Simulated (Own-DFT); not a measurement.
# How strain changes the stress of hcp Ru, 36 atoms (Ru36)

These are calculations, not measurements. They come from Own-DFT, an in-house plane-wave density functional program, since retired, whose code no person has reviewed. Each row is one single-point run on a periodic cell that was not relaxed, without spin or spin-orbit coupling.

Settings of every run: PBE; PseudoDojo norm-conserving scalar-relativistic files; cutoff 50 hartree; 5 x 5 x 4 k mesh centred on Gamma; cold (Marzari-Vanderbilt) smearing of 0.2 eV.

Known limits: forces on such cells failed a check on a denser k mesh; stress not checked against mesh or cutoff.

Unstrained cell vectors in Å: (8.118, 0.000, 0.000); (-4.059, 7.030, 0.000); (0.000, 0.000, 8.563). The unstrained cell has measured lattice constants (interpolated for alloys), not those of this functional. That, the random moves and any unrelaxed bonds set the pressure at no strain. Each run strains this cell uniformly, with the atoms carried along. Every atom was also moved at random, by a Gaussian of width 0.05 Å on each axis. Strain is the symmetric tensor, in per cent. Stress is positive in tension, and the pressure is minus a third of its trace.

```
run,e_xx (%),e_yy (%),e_zz (%),e_yz (%),e_xz (%),e_xy (%),s_xx (GPa),s_yy (GPa),s_zz (GPa),s_yz (GPa),s_xz (GPa),s_xy (GPa),P (GPa),E (meV/atom)
1,-0.64,-1.46,-0.81,-1.19,0.41,-0.87,-17.18,-20.66,-18.80,-5.18,2.35,-3.86,18.88,52.7
2,-0.34,-0.77,-0.57,1.78,-1.58,-1.05,-12.52,-13.91,-13.86,6.77,-6.38,-4.72,13.43,21.1
3,1.02,-0.64,-0.02,-0.29,-0.66,0.25,-2.69,-9.55,-6.79,-0.97,-2.40,0.83,6.35,2.5
4,0.57,-0.81,0.58,1.64,1.57,1.40,-4.88,-11.19,-4.70,6.03,5.39,5.76,6.92,18.5
5,0.39,-0.70,-1.90,0.20,-1.78,0.78,-11.08,-16.54,-24.12,0.75,-6.73,3.22,17.25,60.2
6,0.27,0.17,1.04,-1.10,-1.59,0.46,-5.03,-3.82,-0.99,-3.67,-5.42,1.39,3.28,16.3
7,-1.28,-0.58,0.77,-0.82,-1.31,1.20,-14.52,-13.19,-6.22,-3.07,-4.44,4.74,11.31,20.3
8,1.41,1.76,0.59,1.60,1.09,-0.33,5.19,5.75,1.83,5.91,3.60,-0.91,-4.26,0.0
9,1.95,-0.58,-0.69,-1.30,-0.62,-1.67,0.82,-9.25,-9.67,-5.19,-2.66,-6.71,6.03,16.7
10,-1.54,0.72,0.91,0.89,-0.22,-0.61,-14.76,-5.27,-2.90,3.15,-0.74,-2.74,7.65,19.7
11,0.29,-0.66,-1.28,-0.33,0.06,-1.98,-10.15,-14.54,-17.89,-1.61,-0.23,-9.81,14.20,34.0
12,0.45,-1.26,-1.68,0.94,0.88,-1.59,-11.01,-18.64,-21.18,4.20,3.88,-7.29,16.94,36.4
13,-1.82,0.22,0.50,1.36,-0.76,-1.65,-17.56,-10.01,-8.16,5.43,-2.47,-6.05,11.91,32.6
14,-0.06,0.08,0.26,1.85,1.86,-1.39,-7.77,-7.59,-7.02,6.83,7.22,-5.98,7.46,27.0
15,0.66,0.09,0.07,0.01,1.20,1.99,-2.85,-6.68,-5.34,-0.22,4.53,7.93,4.96,6.8
16,1.98,-0.13,-1.25,0.99,-1.12,-1.91,?,?,?,?,?,?,?,?
```

E is the free energy for each atom above the lowest run shown.

## Worked fit

Each stress component was fitted by least squares to a constant and the strains of the runs shown, as fractions, with shears doubled. Shear strains stay in the fit of a normal stress only where such slopes are resolved. The slopes, in GPa:

```
stress  at no strain  per e_xx  per e_yy  per e_zz  scatter
  s_xx          -8.1  609 ± 17  189 ± 27  206 ± 24     0.62
  s_yy          -8.5  214 ± 14  576 ± 23  236 ± 21     0.53
  s_zz          -8.3  215 ± 23  169 ± 37  736 ± 33     0.85
```

Each shear stress against twice its own strain: yz 195 ± 6, xz 193 ± 5, xy 208 ± 7 GPa. These are stiffnesses along x, y and z of the frame in which the cell vectors are given, which need not be the crystal's axes. The atoms are held to the strained lattice; where symmetry lets them move under strain, relaxing them would lower some slopes. The table should be nearly symmetric about its diagonal, and what it lacks of that shows the noise. A ninth of its sum, 350 ± 9 GPa, estimates the bulk modulus near the mean pressure of these runs, 9.5 GPa, so it lies above the value at zero pressure.

## Withheld run

Question: what normal stresses and pressure should run 16 give?

The fit gives s_xx = 1.1, s_yy = -8.0, s_zz = -13.5 and P = 6.8 GPa. The calculation gave -0.03, -7.50, -12.29 and P = 6.60 GPa.
